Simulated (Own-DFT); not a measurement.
Hf31SiO64 (monoclinic hafnia with substituted atoms, atoms displaced) (calculated)

Computed with Own-DFT development build. A calculation, not a measurement: plane-wave PBE and HSE06 DFT by an unreviewed code, no spin, of a simulated cell at Gamma alone, so results move with cell size and shape, stress positive in tension, energies less offsets, not probed for a lower state with spin; hafnium file: forces about 75 meV/angstrom off all-electron values; oxygen file: force components 24 meV/angstrom off all-electron in a glass; k mesh not checked against a denser one; forces and stress are PBE's, HSE06 gives the energy alone, and its difference from PBE has offsets of its own; offsets are fitted by least squares, one for each functional and potential file, so energies compare only between cells with the same atoms and settings and are not formation energies; the far tail of each file's local potential was reset to the Coulomb form; each entry is a single point on an unrelaxed cell, so the pressure reflects the starting lattice, mostly measured values, from which strain is counted, and rises with the displacements; printed positions are rounded, which can move forces by about a meV/angstrom; the program is a retired in-house code; no spin-orbit coupling.

## Hf31SiO64 (monoclinic hafnia with substituted atoms, atoms displaced)

```
cell vectors (Å)
  10.2340     0.0000     0.0000
   0.0000    10.3500     0.0000
  -1.6955     0.0000    10.4453
atoms (fractions of the cell vectors)
Hf  0.13860  0.02807  0.11422
Hf  0.34809  0.26209  0.13829
Hf  0.36735  0.49379  0.41080
Hf  0.13652  0.23190  0.35231
O   0.03162  0.17059  0.17400
O   0.47151  0.41014  0.07922
O   0.45999  0.32740  0.32931
O   0.03886  0.08265  0.43572
O   0.21572  0.37736  0.24294
O   0.28145  0.14665  0.01416
O   0.27151  0.13271  0.26249
O   0.21972  0.36879  0.49309
Hf  0.13663  0.02052  0.61816
Hf  0.37828  0.25583  0.64949
Hf  0.38107  0.47933  0.91197
Hf  0.13551  0.21600  0.85388
O   0.04754  0.17528  0.68337
O   0.45998  0.41644  0.59571
O   0.47956  0.33607  0.82544
O   0.04661  0.08044  0.92880
O   0.22672  0.38200  0.74630
O   0.27660  0.12920  0.50612
O   0.28878  0.12533  0.76796
O   0.22564  0.36972  0.98588
Hf  0.13942  0.52385  0.10441
Hf  0.36722  0.75743  0.15306
Hf  0.35971  0.97444  0.39399
Hf  0.14958  0.74169  0.33865
O   0.02489  0.66607  0.16769
O   0.44080  0.91686  0.07502
O   0.47789  0.83586  0.33712
O   0.04740  0.58225  0.41845
O   0.21207  0.87469  0.24794
O   0.27085  0.61922  0.00147
O   0.26939  0.62930  0.26253
O   0.22838  0.85714  0.49244
Hf  0.14264  0.51454  0.61035
Hf  0.35907  0.76822  0.63614
Hf  0.35555  0.97237  0.89027
Hf  0.14209  0.73294  0.84605
O   0.04769  0.65796  0.68381
O   0.46594  0.92228  0.57486
O   0.47824  0.83744  0.84155
O   0.03900  0.57859  0.92996
O   0.22182  0.88490  0.74372
O   0.27214  0.61428  0.50982
O   0.27837  0.62983  0.75676
O   0.21926  0.87032  0.98803
Hf  0.65344  0.02609  0.11193
Hf  0.86347  0.25946  0.14981
Hf  0.86154  0.47241  0.39590
Hf  0.64253  0.23055  0.35058
O   0.53258  0.17178  0.17223
O   0.96092  0.41895  0.07741
O   0.97842  0.32347  0.32410
O   0.54409  0.08794  0.41582
O   0.71655  0.38190  0.24279
O   0.77108  0.13353  0.01029
O   0.75919  0.10885  0.26211
O   0.70695  0.37304  0.49633
Hf  0.63829  0.03045  0.58734
Hf  0.85055  0.27622  0.64215
Hf  0.86116  0.47531  0.89705
Hf  0.63431  0.24486  0.86474
O   0.52331  0.17730  0.67526
O   0.97054  0.40330  0.59148
O   0.96331  0.33621  0.82765
O   0.53822  0.08971  0.93079
O   0.73002  0.38488  0.73863
O   0.77603  0.11637  0.50370
O   0.77077  0.12162  0.75575
O   0.71087  0.37506  0.98040
Hf  0.63794  0.51808  0.10144
Hf  0.86777  0.78281  0.14115
Si  0.85821  0.97878  0.39085
Hf  0.64070  0.72447  0.34993
O   0.53825  0.68228  0.18848
O   0.96183  0.89911  0.06978
O   0.97427  0.82896  0.32673
O   0.53270  0.57725  0.41662
O   0.73326  0.88005  0.24677
O   0.78470  0.62667  0.01448
O   0.76964  0.62249  0.26381
O   0.72546  0.87801  0.48884
Hf  0.65919  0.52059  0.61347
Hf  0.85628  0.76659  0.64112
Hf  0.87164  0.97700  0.90105
Hf  0.64974  0.74261  0.85307
O   0.53711  0.67585  0.67239
O   0.95722  0.91899  0.57584
O   0.97627  0.85022  0.83576
O   0.54081  0.58804  0.92524
O   0.71373  0.87840  0.73562
O   0.76732  0.62855  0.50728
O   0.77900  0.61355  0.76679
O   0.72685  0.87807  0.99825
```

Settings of this run: first functional PBE, second functional HSE06, exact exchange share 0.25, screening 0.11 1/bohr, exchange divergence Gygi-Baldereschi, potential files PseudoDojo norm-conserving, scalar-relativistic, made for PBE, standard set, wave cutoff 48 hartree, occupations fixed and k mesh 1 x 1 x 1 centred on Gamma.

Results for Hf31SiO64 (monoclinic hafnia with substituted atoms, atoms displaced): PBE energy of cell above offsets -74.829 eV; HSE06 less PBE above offsets 0.981 eV; PBE pressure 8.14 GPa; PBE stress xx -8.36 GPa; PBE stress yy -8.14 GPa; PBE stress zz -7.91 GPa; PBE stress yz -0.28 GPa; PBE stress xz 0.16 GPa; PBE stress xy 0.9 GPa.

Force:
| element | x (eV/Å) | y (eV/Å) | z (eV/Å) |
| --- | --- | --- | --- |
| Hf | 1.431 | -1.582 | -1.537 |
| Hf | 2.539 | 5.058 | 4.653 |
| Hf | -0.993 | -5.269 | -0.582 |
| Hf | 3.671 | 0.468 | 3.918 |
| O | 0.371 | -2.129 | -1.228 |
| O | 0.261 | 0.607 | 0.415 |
| O | 0.475 | 0.444 | 0.511 |
| O | -2.212 | -1.253 | -1.673 |
| O | 0.405 | 0.764 | -1.167 |
| O | -2.017 | -5.608 | -2.654 |
| O | 0.345 | -2.975 | -0.976 |
| O | -0.068 | -0.32 | -0.576 |
| Hf | -0.277 | 1.537 | -2.89 |
| Hf | -10.38 | 6.638 | -2.337 |
| Hf | -3.228 | -0.751 | -3.798 |
| Hf | 2.077 | 6.037 | 0.361 |
| O | -1.352 | -1.775 | -2.075 |
| O | 1.975 | 2.186 | -1.475 |
| O | -3.007 | 2.185 | 0.918 |
| O | -1.848 | -1.4 | 1.426 |
| O | 0.418 | 0.037 | 0.355 |
| O | -0.26 | -1.751 | 0.455 |
| O | -1.049 | -1.134 | -0.046 |
| O | -0.145 | 0.357 | 1.077 |
| Hf | -1.314 | -1.322 | -0.296 |
| Hf | -0.759 | 2.75 | -2.21 |
| Hf | 0.98 | 1.607 | 1.431 |
| Hf | -5.537 | -4.745 | 4.676 |
| O | 1.521 | -0.29 | 0.309 |
| O | 1.652 | 0.171 | 1.488 |
| O | -2.403 | 0.753 | -0.658 |
| O | -3.104 | -1.438 | 0.182 |
| O | 3.058 | 4.477 | -3.051 |
| O | 1.413 | 1.485 | 1.728 |
| O | 2.213 | -1.476 | -1.312 |
| O | 0.209 | 1.32 | -0.081 |
| Hf | 1.518 | -1.67 | -0.301 |
| Hf | 1.18 | -1.35 | 1.945 |
| Hf | 2.73 | 0.749 | 2.736 |
| Hf | -0.106 | -2.174 | 2.613 |
| O | -3.7 | 1.684 | -1.519 |
| O | -0.478 | 0.051 | -0.225 |
| O | -1.134 | 0.091 | -1.198 |
| O | -0.629 | 0.987 | -1.361 |
| O | 0.463 | -0.779 | -0.686 |
| O | 1.054 | 2.76 | 1.013 |
| O | 1.132 | 0.3 | 0.196 |
| O | -0.742 | 0.322 | 0.437 |
| Hf | -5.417 | -1.139 | -3.069 |
| Hf | 0.088 | 3.522 | -0.887 |
| Hf | 2.774 | 1.967 | -0.371 |
| Hf | -4.164 | 1.537 | -0.356 |
| O | 1.143 | -0.906 | -0.272 |
| O | -1.137 | -1.854 | 0.839 |
| O | -5.841 | 2.917 | 0.215 |
| O | -2.251 | -1.205 | 0.171 |
| O | 1.943 | -0.792 | 0.068 |
| O | 1.834 | -0.056 | 1.344 |
| O | 4.042 | 0.463 | 1.767 |
| O | 2.105 | -0.691 | -0.62 |
| Hf | -1.161 | -1.638 | 3.049 |
| Hf | 1.527 | -2.359 | 1.999 |
| Hf | 2.105 | 0.711 | 1.394 |
| Hf | 0.991 | -5.644 | -2.188 |
| O | 10.34 | -6.459 | 0.451 |
| O | -0.944 | 1.463 | -2.417 |
| O | -0.047 | -1.154 | 0.001 |
| O | -0.395 | -0.251 | -0.094 |
| O | -0.45 | -1.045 | 0.554 |
| O | 2.531 | 1.707 | -1.037 |
| O | 0.407 | 0.245 | 0.066 |
| O | 1.328 | 1.869 | 2.937 |
| Hf | 1.205 | 1.432 | 0.642 |
| Hf | -3.273 | -5.902 | 3.31 |
| Si | 1.137 | -1.171 | 2.369 |
| Hf | 0.77 | 1.324 | 3.355 |
| O | 0.535 | -2.917 | -3.94 |
| O | 4.768 | 5.523 | -0.826 |
| O | -2.993 | 3.012 | 0.384 |
| O | 1.83 | 1.236 | 0.685 |
| O | 0.524 | 0.825 | 0.595 |
| O | -0.924 | 0.791 | -0.193 |
| O | 1 | -1.669 | -0.139 |
| O | 1.089 | -0.432 | -0.884 |
| Hf | -5.899 | 0.629 | -0.757 |
| Hf | 1.25 | 1.727 | 0.351 |
| Hf | -2.177 | 1.75 | -2 |
| Hf | -1.969 | -1.177 | 0.303 |
| O | 0.956 | -0.731 | -0.449 |
| O | 0.055 | -0.426 | -0.276 |
| O | -0.345 | -1.77 | -2.264 |
| O | 0.476 | 0.49 | 0.57 |
| O | 1.923 | -0.358 | 0.038 |
| O | 1.858 | 0.14 | 0.786 |
| O | 0.588 | 1.927 | -1.166 |
| O | -0.087 | -0.093 | -0.972 |
